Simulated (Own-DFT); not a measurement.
# Point defects and the pressure they add: zincblende GaAs

Calculated, not measured: single-point runs of Own-DFT, a retired in-house plane-wave DFT program that no person has reviewed, on unrelaxed cells, without spin or spin-orbit coupling.

Method: PBE; PseudoDojo norm-conserving scalar-relativistic files; cutoff 42 hartree; 3 x 3 x 3 k mesh centred on Gamma; Fermi-Dirac smearing of 0.1 eV.

Limits (not all hold for every row): not probed for a lower state with spin; forces not confirmed at this smearing and k mesh; stress not checked against mesh or cutoff.

All runs share one cell, with vectors in Å (11.737, 0.000, 0.000); (0.000, 11.737, 0.000); (0.000, 0.000, 10.833) and a volume of 1492.4 Å³, strained against the parent crystal. u is the rms random offset of the atoms per axis. The defect's site can differ from row to row.

| cell | formula | u (Å) | P (GPa) |
|---|---|---|---|
| no defect | As32Ga32 | 0.0313 | 1.27 |
| no defect | As32Ga32 | 0.0471 | 1.50 |
| no defect | As32Ga32 | 0.0522 | 1.62 |
| one In on a Ga site | As32Ga31In | 0.0504 | 2.16 |
| one In on a Ga site | As32Ga31In | 0.0507 | 2.14 |
| one In on a Ga site | As32Ga31In | 0.0538 | 2.23 |
| one As vacancy and one Ga vacancy | As31Ga31 | 0.0290 | 0.96 |
| one As vacancy and one Ga vacancy | As31Ga31 | 0.0292 | 0.92 |
| one As vacancy and one Ga vacancy | As31Ga31 | 0.0494 | 1.18 |
| one Al on a Ga site | AlAs32Ga31 | 0.0304 | 1.22 |
| one Al on a Ga site | AlAs32Ga31 | 0.0506 | 1.63 |
| one Al on a Ga site | AlAs32Ga31 | 0.0536 | 1.60 |
| one P on an As site | As31Ga32P | 0.0267 | 0.95 |
| one P on an As site | As31Ga32P | 0.0274 | 0.99 |
| one P on an As site | As31Ga32P | 0.0316 | 1.02 |
| one P on an As site | As31Ga32P | 0.0319 | ? |

## Worked fit

P = P0 + c u² + a shift for each defect gives P0 = 1.09 GPa, c = 190 ± 14 GPa/Å² and a scatter of 0.03 GPa. The shifts, and each times the cell's volume:

- one In on a Ga site: 0.58 ± 0.03 GPa, 5.4 eV
- one Al on a Ga site: -0.01 ± 0.03 GPa, -0.1 eV (not resolved)
- one P on an As site: -0.26 ± 0.03 GPa, -2.4 eV
- one As vacancy and one Ga vacancy: -0.33 ± 0.03 GPa, -3.1 eV

Against the defect-free cell, a freed cell would be larger where the shift is positive and smaller where it is negative (160.2 GPa Å³ is 1 eV). The atoms around the defects weren't relaxed, which would change these numbers.

## Prediction

Q: what pressure belongs in the blank (one P on an As site, u = 0.0319 Å)?

The fit gives 1.02 ± 0.04 GPa. DFT gave 1.02 GPa.
